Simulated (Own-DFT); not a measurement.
# Strain and stress in wurtzite AlGaN with randomly placed atoms, 72 atoms (Al9Ga27N36)

Calculated results; nothing here was measured. They come from Own-DFT, an in-house plane-wave density functional program, since retired, whose code no person has reviewed. Each row is one single-point run on a periodic cell that was not relaxed, without spin or spin-orbit coupling.

Settings of every run: PBE; PseudoDojo norm-conserving scalar-relativistic files; cutoff 42 hartree; 4 x 4 x 3 k mesh centred on Gamma; Fermi-Dirac smearing of 0.1 eV.

Known limits: forces on such cells passed a denser k mesh, each cell not checked; stress not checked against mesh or cutoff.

Unstrained cell vectors in Å: (9.509, 0.000, 0.000); (-4.755, 8.235, 0.000); (0.000, 0.000, 10.268). The unstrained cell has measured lattice constants (interpolated for alloys), not those of this functional. That, the random moves and any unrelaxed bonds set the pressure at no strain. Each run strains this cell uniformly, with the atoms carried along. Every atom was also moved at random, by a Gaussian of width 0.05 Å on each axis. The random placing of the alloy's atoms differs from row to row. Strain is the symmetric tensor, in per cent. Stress is positive in tension, and the pressure is minus a third of its trace.

| run | e_xx (%) | e_yy (%) | e_zz (%) | s_xx (GPa) | s_yy (GPa) | s_zz (GPa) | P (GPa) | E (meV/atom) |
|---|---|---|---|---|---|---|---|---|
| 1 | 0.75 | 0.75 | 0.00 | -1.98 | -3.39 | -6.86 | 4.07 | 1.9 |
| 2 | 3.00 | 3.00 | 0.00 | 7.69 | 7.30 | -4.33 | -3.55 | 0.0 |
| 3 | 1.25 | 1.25 | 0.00 | -0.26 | -0.91 | -5.62 | 2.26 | 0.2 |
| 4 | -0.50 | -0.50 | 0.00 | -12.52 | -11.28 | -6.86 | 10.22 | 37.7 |
| 5 | -2.75 | -2.75 | 0.00 | -24.96 | -23.61 | -12.92 | 20.50 | 62.2 |
| 6 | -0.75 | -0.75 | 0.00 | -10.75 | -11.19 | -10.31 | 10.75 | 27.2 |
| 7 | -3.00 | -3.00 | 0.00 | -28.46 | -26.66 | -11.24 | 22.12 | 82.9 |
| 8 | 1.00 | 1.00 | 0.00 | -1.62 | -2.71 | -6.46 | 3.60 | 14.6 |
| 9 | 1.50 | 1.50 | 0.00 | ? | ? | ? | ? | ? |

E is the free energy for each atom above the lowest run shown.

## Worked fit

The change of volume is close to e_xx + e_yy + e_zz. A straight line through the runs shown gives P = 8.28 - 219 x (fractional change of volume) GPa, with an error of 8 on the slope and a scatter of 0.92 GPa. The strain isn't the same on all axes and the cell isn't cubic, so the slope belongs to this path and is not the bulk modulus.

## Withheld run

Question: what pressure should run 9 give? Its volume changes by 3.02 %.

The line gives 1.7 GPa. The calculation gave 1.29 GPa.
